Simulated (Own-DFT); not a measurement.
Simulation results for AlN (wurtzite, atoms displaced)

Computed with Own-DFT development build. A calculation, not a measurement: plane-wave PBE density functional theory by an unreviewed code, no spin, of a simulated periodic cell, stress positive in tension, free energy of the whole cell less one offset for each atom, forces on such cells passed a denser k mesh, this cell's mesh not checked; offsets are fitted by least squares, one for each functional and potential file, so energies compare only between cells with the same atoms and settings and are not formation energies; the far tail of each file's local potential was reset to the Coulomb form; each entry is a single point on an unrelaxed cell, so the pressure reflects the starting lattice, mostly measured values (interpolated for alloys), from which strain is counted, and rises with the displacements; printed positions are rounded, which can move forces by about a meV/angstrom; the program, named Own-DFT, is a retired in-house code; no spin-orbit coupling.

Settings shared by all entries: functional PBE; potential files PseudoDojo norm-conserving, scalar-relativistic, standard set; wave cutoff 42 hartree; occupations Fermi-Dirac; smearing width 0.1 eV; hardware one NVIDIA H100; k mesh 2 x 2 x 2 centred on Gamma.

```json
{"entry": 1, "formula": "AlN", "kind": "wurtzite, atoms displaced", "structure": {"cell_angstrom": [[12.448, 0.0, 0.0], [-6.224, 10.7803, 0.0], [0.0, 0.0, 9.964]], "atoms_fractional": [["Al", 0.08222, 0.16756, 0.99864], ["Al", 0.16463, 0.08271, 0.25184], ["N", 0.08308, 0.16522, 0.1909], ["N", 0.16654, 0.08118, 0.44188], ["Al", 0.08427, 0.16727, 0.4997], ["Al", 0.16557, 0.08117, 0.75092], ["N", 0.08854, 0.16551, 0.69135], ["N", 0.16787, 0.08349, 0.93927], ["Al", 0.08449, 0.41901, 0.99758], ["Al", 0.16818, 0.33256, 0.25093], ["N", 0.08201, 0.41542, 0.19458], ["N", 0.16471, 0.33276, 0.44123], ["Al", 0.08037, 0.41433, 0.49812], ["Al", 0.16795, 0.33127, 0.74805], ["N", 0.08492, 0.42003, 0.692], ["N", 0.16592, 0.33301, 0.94134], ["Al", 0.0822, 0.66643, 7e-05], ["Al", 0.16755, 0.58375, 0.25074], ["N", 0.08277, 0.66597, 0.19173], ["N", 0.16616, 0.5821, 0.43903], ["Al", 0.08244, 0.66412, 0.49817], ["Al", 0.16894, 0.58545, 0.75001], ["N", 0.08579, 0.66801, 0.69325], ["N", 0.16209, 0.58095, 0.94248], ["Al", 0.08452, 0.91672, 0.00161], ["Al", 0.16671, 0.83299, 0.253], ["N", 0.08477, 0.91953, 0.19223], ["N", 0.16453, 0.83159, 0.44076], ["Al", 0.08307, 0.91867, 0.49904], ["Al", 0.1685, 0.83158, 0.75321], ["N", 0.08318, 0.91619, 0.69165], ["N", 0.16402, 0.83293, 0.93945], ["Al", 0.33185, 0.16673, 0.99989], ["Al", 0.41719, 0.08497, 0.24754], ["N", 0.33445, 0.16847, 0.19381], ["N", 0.41544, 0.08385, 0.43851], ["Al", 0.33323, 0.16532, 0.49713], ["Al", 0.417, 0.0808, 0.75074], ["N", 0.33548, 0.1649, 0.69046], ["N", 0.4165, 0.08313, 0.94163], ["Al", 0.33414, 0.41674, 0.99961], ["Al", 0.41633, 0.33383, 0.25505], ["N", 0.33549, 0.41564, 0.19228], ["N", 0.41645, 0.33338, 0.4434], ["Al", 0.33678, 0.42047, 0.5006], ["Al", 0.41667, 0.33269, 0.74958], ["N", 0.33134, 0.41481, 0.69129], ["N", 0.41376, 0.33122, 0.93773], ["Al", 0.33373, 0.6667, 0.99677], ["Al", 0.41561, 0.58278, 0.25057], ["N", 0.32949, 0.665, 0.19397], ["N", 0.4188, 0.58612, 0.44022], ["Al", 0.33534, 0.66824, 0.49822], ["Al", 0.41854, 0.5811, 0.74842], ["N", 0.3334, 0.66723, 0.69309], ["N", 0.41878, 0.58338, 0.94258], ["Al", 0.33529, 0.9203, 0.99825], ["Al", 0.41553, 0.835, 0.25016], ["N", 0.33482, 0.91702, 0.19293], ["N", 0.4171, 0.83371, 0.44215], ["Al", 0.33344, 0.91779, 0.49923], ["Al", 0.41809, 0.83486, 0.74915], ["N", 0.33079, 0.91625, 0.69074], ["N", 0.41558, 0.83577, 0.93845], ["Al", 0.58682, 0.16598, 0.0009], ["Al", 0.6679, 0.0835, 0.24962], ["N", 0.58079, 0.16633, 0.19122], ["N", 0.66662, 0.08273, 0.44068], ["Al", 0.58402, 0.16622, 0.50006], ["Al", 0.666, 0.08182, 0.74647], ["N", 0.58407, 0.16682, 0.69163], ["N", 0.66701, 0.08417, 0.94075], ["Al", 0.58608, 0.41692, 0.00344], ["Al", 0.66286, 0.32916, 0.25523], ["N", 0.58687, 0.41951, 0.19339], ["N", 0.66903, 0.33353, 0.44151], ["Al", 0.58413, 0.41679, 0.5016], ["Al", 0.66612, 0.33404, 0.7476], ["N", 0.58377, 0.4165, 0.69338], ["N", 0.66251, 0.33026, 0.93982], ["Al", 0.58106, 0.66663, 0.00334], ["Al", 0.66454, 0.58325, 0.25004], ["N", 0.58363, 0.6641, 0.19188], ["N", 0.66627, 0.58185, 0.44094], ["Al", 0.58245, 0.66955, 0.50482], ["Al", 0.66696, 0.58376, 0.75194], ["N", 0.5851, 0.66825, 0.68753], ["N", 0.66931, 0.58617, 0.94273], ["Al", 0.58274, 0.91433, 0.99927], ["Al", 0.66642, 0.83045, 0.25031], ["N", 0.58049, 0.91446, 0.19235], ["N", 0.66461, 0.83397, 0.44397], ["Al", 0.58344, 0.9183, 0.50014], ["Al", 0.67018, 0.83396, 0.74824], ["N", 0.58622, 0.91911, 0.69385], ["N", 0.66533, 0.83274, 0.94429], ["Al", 0.83161, 0.16811, 0.99814], ["Al", 0.91713, 0.08358, 0.24967], ["N", 0.83291, 0.16718, 0.19204], ["N", 0.91646, 0.08444, 0.43976], ["Al", 0.83722, 0.16539, 0.50287], ["Al", 0.91582, 0.08272, 0.7514], ["N", 0.83055, 0.166, 0.69147], ["N", 0.91517, 0.08261, 0.94183], ["Al", 0.83348, 0.41503, 0.00179], ["Al", 0.91664, 0.33836, 0.24884], ["N", 0.83444, 0.41734, 0.19216], ["N", 0.91608, 0.33022, 0.43866], ["Al", 0.83692, 0.4167, 0.49893], ["Al", 0.91763, 0.33024, 0.75229], ["N", 0.8317, 0.41614, 0.6878], ["N", 0.91514, 0.33132, 0.93679], ["Al", 0.83269, 0.66794, 0.99958], ["Al", 0.91617, 0.58391, 0.24771], ["N", 0.82956, 0.66201, 0.18753], ["N", 0.91616, 0.58532, 0.44061], ["Al", 0.83356, 0.66656, 0.49949], ["Al", 0.91406, 0.58212, 0.74946], ["N", 0.8355, 0.66748, 0.68963], ["N", 0.91805, 0.58231, 0.94234], ["Al", 0.83532, 0.9169, 0.00086], ["Al", 0.91525, 0.83377, 0.25276], ["N", 0.83322, 0.91441, 0.18749], ["N", 0.91958, 0.83286, 0.4372], ["Al", 0.83341, 0.91345, 0.49942], ["Al", 0.91983, 0.83137, 0.74984], ["N", 0.83536, 0.91393, 0.68952], ["N", 0.91504, 0.83438, 0.93915]]}, "results": {"free_energy_of_cell_above_offsets [eV]": "-62.344", "pressure [GPa]": 3.77, "stress_xx [GPa]": -3.53, "stress_yy [GPa]": -4.0, "stress_zz [GPa]": -3.77, "stress_yz [GPa]": 0.09, "stress_xz [GPa]": 0.15, "stress_xy [GPa]": 0.38, "force_element": ["Al", "Al", "N", "N", "Al", "Al", "N", "N", "Al", "Al", "N", "N", "Al", "Al", "N", "N", "Al", "Al", "N", "N", "Al", "Al", "N", "N", "Al", "Al", "N", "N", "Al", "Al", "N", "N", "Al", "Al", "N", "N", "Al", "Al", "N", "N", "Al", "Al", "N", "N", "Al", "Al", "N", "N", "Al", "Al", "N", "N", "Al", "Al", "N", "N", "Al", "Al", "N", "N", "Al", "Al", "N", "N", "Al", "Al", "N", "N", "Al", "Al", "N", "N", "Al", "Al", "N", "N", "Al", "Al", "N", "N", "Al", "Al", "N", "N", "Al", "Al", "N", "N", "Al", "Al", "N", "N", "Al", "Al", "N", "N", "Al", "Al", "N", "N", "Al", "Al", "N", "N", "Al", "Al", "N", "N", "Al", "Al", "N", "N", "Al", "Al", "N", "N", "Al", "Al", "N", "N", "Al", "Al", "N", "N", "Al", "Al", "N", "N"], "force_x [eV/angstrom]": [0.437, 0.571, -0.133, -0.425, 0.171, 1.027, -1.59, -0.55, -0.167, -0.509, 0.408, 0.786, 0.32, -0.733, 0.246, 0.107, 0.09, -0.62, 0.018, 0.2, -0.066, -0.43, -0.454, 0.916, -0.543, -0.077, -0.067, 0.242, 0.709, -0.855, 0.429, 0.702, 0.392, -0.233, -0.414, 0.647, -0.086, -0.248, -0.484, 0.173, -0.01, 0.663, -0.558, 0.065, -0.567, 0.113, 0.633, 0.522, -0.541, 0.028, 0.997, -0.074, -0.624, -0.599, 0.766, -0.538, -0.43, 0.36, -0.672, -0.133, -0.326, -0.178, 0.879, 0.429, -1.1, -0.329, 0.855, 0.283, -0.196, -0.376, -0.091, 0.193, -0.709, 0.396, -0.526, -0.346, 0.169, 0.347, -0.377, 0.861, 0.911, 0.815, -0.875, -0.441, 0.815, 0.287, -0.071, -0.72, -0.386, -0.434, 0.564, 0.69, -0.044, -0.381, -0.037, 0.474, 0.494, -0.32, 0.114, 0.796, -1.279, 0.502, 1.098, -0.025, -0.522, 0.783, -0.812, -0.195, -0.494, -0.667, 0.598, 0.164, 0.61, -0.087, 0.07, 0.474, -0.137, 0.927, -0.545, -0.797, -0.604, 0.685, -0.352, -0.865, -0.153, -0.403, -0.196, 0.808], "force_y [eV/angstrom]": [-0.315, 0.295, 0.28, 0.692, -0.243, 0.022, 0.086, -0.127, -0.893, 0.03, 0.248, 0.226, 0.519, 0.338, -0.978, 0.286, 0.184, -0.457, 0.269, 0.053, 0.488, -0.293, -0.518, 0.883, 0.136, 0.083, -0.787, 0.3, -0.722, 0.276, -0.142, 0.091, 0.095, -0.446, -0.128, -0.054, 0.137, 0.56, 0.119, 0.404, -0.373, 0.037, 0.273, 0.163, -0.64, -0.519, 0.529, 0.655, 0.063, 0.137, 0.537, -0.296, -0.287, 0.458, -0.007, -0.104, -0.732, -0.526, 0.128, 0.186, -0.238, -0.065, -0.012, -0.518, 0.045, -0.206, -0.042, 0.27, -0.005, 0.638, -0.254, -0.616, -0.103, 0.907, -0.969, -0.146, -0.03, -0.359, 0.409, 0.563, 0.116, -0.16, 0.405, 0.623, -0.508, 0.06, -0.338, -0.58, 0.601, 0.428, 0.149, -0.01, -0.006, 0.032, -0.835, -0.058, -0.443, -0.011, 0.225, -0.793, 0.163, -0.155, -0.129, 0.23, 0.097, -1.222, -0.241, 0.27, 0.068, 0.959, -0.106, 0.421, -0.051, 0.028, 1.138, -0.582, -0.126, -0.015, -0.287, -0.073, -0.149, -0.599, 0.389, -0.026, 0.513, 0.303, 0.49, -0.15], "force_z [eV/angstrom]": [0.2, -0.2, -0.083, -0.229, 0.077, -0.17, -0.198, 0.494, 0.719, -0.191, -0.844, 0.143, 0.305, 0.336, -0.279, -0.194, 0.22, -0.16, -0.123, 0.51, 0.512, 0.165, -0.505, -0.357, -0.166, -0.477, -0.097, 0.288, 0.531, -0.707, -0.303, 0.722, 0.168, 0.312, -0.352, 0.123, 0.773, -0.011, -0.15, 0.064, 0.154, -0.605, -0.13, 0.099, -0.103, -0.124, -0.242, 0.685, 0.509, -0.182, -0.804, 0.269, 0.395, 0.329, -0.35, -0.458, 0.538, 0.18, -0.547, -0.006, 0.011, -0.135, -0.127, 0.325, -0.164, 0.1, -0.052, 0.176, 0.037, 0.829, -0.292, -0.24, -0.41, -0.74, 0.005, 0.417, -0.034, 0.426, -0.397, 0.154, -0.268, 0.358, 0.066, 0.286, -1.341, -0.15, 1.221, -0.323, 0.236, 0.018, -0.253, -0.482, 0.133, 0.634, -0.598, -0.699, 0.588, -0.251, -0.468, 0.274, -0.608, -0.269, -0.033, -0.197, -0.409, 0.247, -0.2, 0.377, -0.023, -0.913, 0.488, 0.97, -0.004, 0.289, 0.65, -0.213, -0.056, 0.143, 0.132, -0.285, -0.381, -1.204, 0.994, 0.765, -0.075, 0.131, 0.09, 0.256], "wall_time [s]": 346.9}}
{"entry": 2, "formula": "AlN", "kind": "wurtzite, atoms displaced", "structure": {"cell_angstrom": [[12.448, 0.0, 0.0], [-6.224, 10.7803, 0.0], [0.0, 0.0, 9.964]], "atoms_fractional": [["Al", 0.08505, 0.16722, 0.99911], ["Al", 0.16879, 0.08183, 0.25219], ["N", 0.08336, 0.16323, 0.19065], ["N", 0.16625, 0.08229, 0.43831], ["Al", 0.08461, 0.16896, 0.50136], ["Al", 0.1696, 0.08298, 0.74898], ["N", 0.08318, 0.16635, 0.6918], ["N", 0.16636, 0.08345, 0.94112], ["Al", 0.08594, 0.41862, 0.99686], ["Al", 0.16371, 0.32969, 0.2485], ["N", 0.08542, 0.41574, 0.19312], ["N", 0.16736, 0.33256, 0.44455], ["Al", 0.08252, 0.41438, 0.50029], ["Al", 0.17008, 0.33614, 0.74878], ["N", 0.08095, 0.41311, 0.68965], ["N", 0.16462, 0.33324, 0.94097], ["Al", 0.08204, 0.66877, 0.00075], ["Al", 0.16482, 0.58351, 0.2497], ["N", 0.07976, 0.66743, 0.1886], ["N", 0.16447, 0.58556, 0.44418], ["Al", 0.08335, 0.66444, 0.49969], ["Al", 0.16656, 0.58348, 0.74927], ["N", 0.08409, 0.66687, 0.69222], ["N", 0.16865, 0.58451, 0.94497], ["Al", 0.08751, 0.91865, 0.00068], ["Al", 0.16699, 0.83054, 0.24737], ["N", 0.08109, 0.91372, 0.1885], ["N", 0.16511, 0.83067, 0.44226], ["Al", 0.08322, 0.91433, 0.49671], ["Al", 0.1667, 0.83471, 0.75104], ["N", 0.08185, 0.9156, 0.69425], ["N", 0.17033, 0.83428, 0.94176], ["Al", 0.33127, 0.16282, 5e-05], ["Al", 0.41556, 0.08187, 0.25056], ["N", 0.33104, 0.16692, 0.19513], ["N", 0.4139, 0.08342, 0.44198], ["Al", 0.33474, 0.16611, 0.503], ["Al", 0.41696, 0.08404, 0.74796], ["N", 0.33333, 0.16368, 0.68976], ["N", 0.41874, 0.08419, 0.94218], ["Al", 0.33207, 0.41858, 0.99889], ["Al", 0.41786, 0.33704, 0.24769], ["N", 0.33224, 0.41538, 0.18961], ["N", 0.41694, 0.33212, 0.44115], ["Al", 0.33473, 0.41901, 0.50452], ["Al", 0.41652, 0.33347, 0.74608], ["N", 0.33604, 0.41772, 0.69104], ["N", 0.42016, 0.3373, 0.94319], ["Al", 0.33497, 0.66659, 0.0003], ["Al", 0.41613, 0.58074, 0.25341], ["N", 0.3336, 0.66609, 0.18933], ["N", 0.41541, 0.58302, 0.43968], ["Al", 0.33395, 0.66864, 0.49598], ["Al", 0.4155, 0.5851, 0.75039], ["N", 0.33718, 0.67041, 0.68928], ["N", 0.41607, 0.5836, 0.94055], ["Al", 0.33691, 0.91934, 0.00244], ["Al", 0.41563, 0.8304, 0.25028], ["N", 0.33505, 0.91771, 0.18852], ["N", 0.41626, 0.83282, 0.44036], ["Al", 0.33421, 0.91667, 0.50056], ["Al", 0.41287, 0.83171, 0.75178], ["N", 0.33507, 0.91846, 0.69093], ["N", 0.41608, 0.83199, 0.94094], ["Al", 0.58443, 0.16617, 0.99877], ["Al", 0.66626, 0.08132, 0.2504], ["N", 0.58358, 0.16692, 0.19187], ["N", 0.66694, 0.08199, 0.4408], ["Al", 0.58425, 0.16826, 0.50028], ["Al", 0.66403, 0.08174, 0.74945], ["N", 0.58375, 0.16846, 0.6918], ["N", 0.667, 0.08374, 0.93847], ["Al", 0.58013, 0.4186, 0.00098], ["Al", 0.66831, 0.33295, 0.24777], ["N", 0.58608, 0.41731, 0.19138], ["N", 0.67012, 0.33558, 0.43821], ["Al", 0.5854, 0.41577, 0.50048], ["Al", 0.6661, 0.33314, 0.74771], ["N", 0.58239, 0.41856, 0.69021], ["N", 0.6679, 0.33525, 0.94084], ["Al", 0.58596, 0.67121, 0.00117], ["Al", 0.67066, 0.58628, 0.24937], ["N", 0.5825, 0.66867, 0.1893], ["N", 0.66698, 0.58363, 0.44049], ["Al", 0.58109, 0.66426, 0.4982], ["Al", 0.66968, 0.58481, 0.75032], ["N", 0.5886, 0.66942, 0.69188], ["N", 0.66761, 0.58375, 0.93796], ["Al", 0.58223, 0.91533, 0.00159], ["Al", 0.66684, 0.83296, 0.25133], ["N", 0.58523, 0.91946, 0.19216], ["N", 0.66741, 0.83481, 0.43842], ["Al", 0.5864, 0.9179, 0.49946], ["Al", 0.66442, 0.83282, 0.75279], ["N", 0.58279, 0.91806, 0.69035], ["N", 0.6685, 0.83694, 0.93822], ["Al", 0.83365, 0.16792, 0.00135], ["Al", 0.91614, 0.086, 0.2492], ["N", 0.83326, 0.16437, 0.18984], ["N", 0.91983, 0.08784, 0.43777], ["Al", 0.83598, 0.16763, 0.49648], ["Al", 0.91929, 0.08549, 0.7491], ["N", 0.83096, 0.16419, 0.69353], ["N", 0.9182, 0.08716, 0.94114], ["Al", 0.83242, 0.41768, 0.99772], ["Al", 0.91531, 0.33305, 0.24952], ["N", 0.83158, 0.41622, 0.19061], ["N", 0.91515, 0.33654, 0.44157], ["Al", 0.83165, 0.41718, 0.49876], ["Al", 0.91679, 0.33349, 0.7497], ["N", 0.83067, 0.41551, 0.68937], ["N", 0.91511, 0.33116, 0.93758], ["Al", 0.83734, 0.66712, 0.00277], ["Al", 0.91873, 0.58328, 0.24858], ["N", 0.83525, 0.66759, 0.19217], ["N", 0.91455, 0.58164, 0.43965], ["Al", 0.83482, 0.66942, 0.49721], ["Al", 0.91503, 0.58408, 0.74831], ["N", 0.83223, 0.6675, 0.69177], ["N", 0.91618, 0.5856, 0.94247], ["Al", 0.83431, 0.91915, 0.00212], ["Al", 0.91487, 0.83573, 0.24761], ["N", 0.836, 0.9152, 0.18965], ["N", 0.91191, 0.83067, 0.44298], ["Al", 0.83267, 0.91585, 0.50072], ["Al", 0.91537, 0.83171, 0.74986], ["N", 0.83528, 0.91788, 0.69011], ["N", 0.91366, 0.83138, 0.9382]]}, "results": {"free_energy_of_cell_above_offsets [eV]": "-62.237", "pressure [GPa]": 3.79, "stress_xx [GPa]": -3.83, "stress_yy [GPa]": -3.8, "stress_zz [GPa]": -3.73, "stress_yz [GPa]": 0.03, "stress_xz [GPa]": 0.11, "stress_xy [GPa]": 0.43, "force_element": ["Al", "Al", "N", "N", "Al", "Al", "N", "N", "Al", "Al", "N", "N", "Al", "Al", "N", "N", "Al", "Al", "N", "N", "Al", "Al", "N", "N", "Al", "Al", "N", "N", "Al", "Al", "N", "N", "Al", "Al", "N", "N", "Al", "Al", "N", "N", "Al", "Al", "N", "N", "Al", "Al", "N", "N", "Al", "Al", "N", "N", "Al", "Al", "N", "N", "Al", "Al", "N", "N", "Al", "Al", "N", "N", "Al", "Al", "N", "N", "Al", "Al", "N", "N", "Al", "Al", "N", "N", "Al", "Al", "N", "N", "Al", "Al", "N", "N", "Al", "Al", "N", "N", "Al", "Al", "N", "N", "Al", "Al", "N", "N", "Al", "Al", "N", "N", "Al", "Al", "N", "N", "Al", "Al", "N", "N", "Al", "Al", "N", "N", "Al", "Al", "N", "N", "Al", "Al", "N", "N", "Al", "Al", "N", "N", "Al", "Al", "N", "N"], "force_x [eV/angstrom]": [-0.441, -0.766, -0.212, 0.039, 0.349, -0.952, 0.768, 0.394, -0.772, 0.674, -0.841, -0.015, -0.31, -0.426, 0.379, 0.709, 0.56, 0.252, 1.185, 1.206, -1.123, 0.187, -0.228, -0.459, -0.933, -0.472, 0.5, 0.398, -0.586, 0.233, 0.359, -0.251, 0.162, -0.045, 0.901, 1.004, -0.774, 0.491, -0.273, -0.332, 0.465, 0.43, -0.309, -0.192, 0.29, 0.496, -0.546, -1.178, -0.276, -0.227, -0.137, -0.009, -0.187, 1.106, -0.668, 0.275, -0.03, 0.14, -0.064, 0.205, -0.254, 0.729, -0.374, 0.029, 0.019, -0.282, 0.086, -0.147, 0.084, 0.424, -0.142, -0.062, 1.405, -0.541, -0.525, -0.595, -0.456, -0.266, 0.492, -0.507, 0.23, -0.428, 0.348, -0.105, 0.538, -0.53, -1.129, -0.096, 0.067, 0.08, -0.069, 0.037, -0.522, 0.551, -0.186, -0.129, -0.049, 1.026, -0.643, 0.023, -0.652, -0.549, 0.204, 0.259, 0.291, 0.178, 0.8, 0.74, 0.278, -0.498, 0.442, 0.109, -1.373, -0.951, 0.018, 0.343, -0.143, 0.194, 0.676, 0.793, 0.356, 1.198, -1.553, 0.763, -0.085, -0.248, -0.475, 0.632], "force_y [eV/angstrom]": [-0.155, -0.199, 0.33, -0.024, -0.748, -0.255, 0.477, 0.075, -0.479, 0.08, 0.148, 0.56, 0.408, -0.763, 0.9, 0.207, -0.257, -0.08, -0.316, -0.827, 0.376, -0.076, -0.034, 0.102, -0.67, 0.707, 0.357, 0.194, 0.275, -0.163, 0.152, 0.187, 1.179, 0.666, 0.055, -0.221, 0.129, -0.151, 0.777, -0.102, -0.365, -0.702, 0.327, 0.461, -0.69, -0.058, 0.265, -1.263, 0.071, 0.175, -0.22, 0.018, -0.247, 0.252, -0.959, 0.301, -0.423, 0.632, -0.5, 0.383, -0.064, 0.807, -0.311, 0.229, 0.59, 0.695, -0.363, 0.545, -0.198, 0.346, -0.318, -0.333, 0.187, -0.015, 0.298, -0.712, 0.295, 0.36, -0.351, -0.284, -0.65, -0.505, -0.374, -0.07, 0.679, -0.191, -0.577, 0.403, 0.611, 0.392, -1.02, -0.502, -0.28, 0.696, -0.658, -0.273, -0.28, -0.725, 0.654, -0.762, 0.08, -0.507, 0.524, -0.494, -0.19, 0.091, 0.22, -0.558, 0.214, -0.6, 0.461, 0.986, 0.23, -0.284, 0.097, 0.578, -0.996, -0.14, -0.168, -0.462, -0.013, -0.724, 0.775, 1.034, 0.605, 0.428, -0.045, 0.611], "force_z [eV/angstrom]": [0.22, -0.395, -0.071, 1.045, -0.136, 0.138, -0.068, -0.351, 0.592, 0.476, -0.411, -0.562, -0.248, 0.184, 0.263, -0.35, -0.527, -0.018, 0.261, -0.791, 0.501, 0.182, -0.047, -0.752, -0.488, 0.427, 0.603, -0.559, 0.621, -0.111, -0.78, 0.024, 0.447, 0.066, -0.877, -0.086, -0.983, 0.568, 0.412, -0.425, 0.116, 0.455, 0.147, 0.225, -0.975, 0.939, 0.279, -0.734, 0.049, -1.01, 0.64, 0.465, 0.589, -0.02, -0.171, -0.063, -0.674, -0.145, 0.759, -0.165, -0.042, -0.24, 0.026, 0.237, 0.207, 0.07, -0.128, -0.039, -0.272, 0.011, -0.418, 0.615, -0.094, 0.137, 0.007, 0.233, -0.39, 0.689, -0.112, -0.142, -0.71, 0.017, 0.48, -0.119, 0.522, 0.007, -0.394, 0.964, -0.347, -0.417, -0.227, 0.374, 0.276, -0.905, 0.009, 0.984, -0.69, -0.135, 0.24, 0.349, 0.923, 0.346, -0.885, 0.118, 0.118, -0.018, -0.395, -0.335, 0.309, -0.262, 0.145, 0.754, -0.367, 0.417, -0.048, 0.087, 0.575, 0.183, -0.732, -0.541, -0.864, 0.633, 0.235, -0.822, 0.098, 0.074, 0.142, 0.778], "wall_time [s]": 362.5}}
```
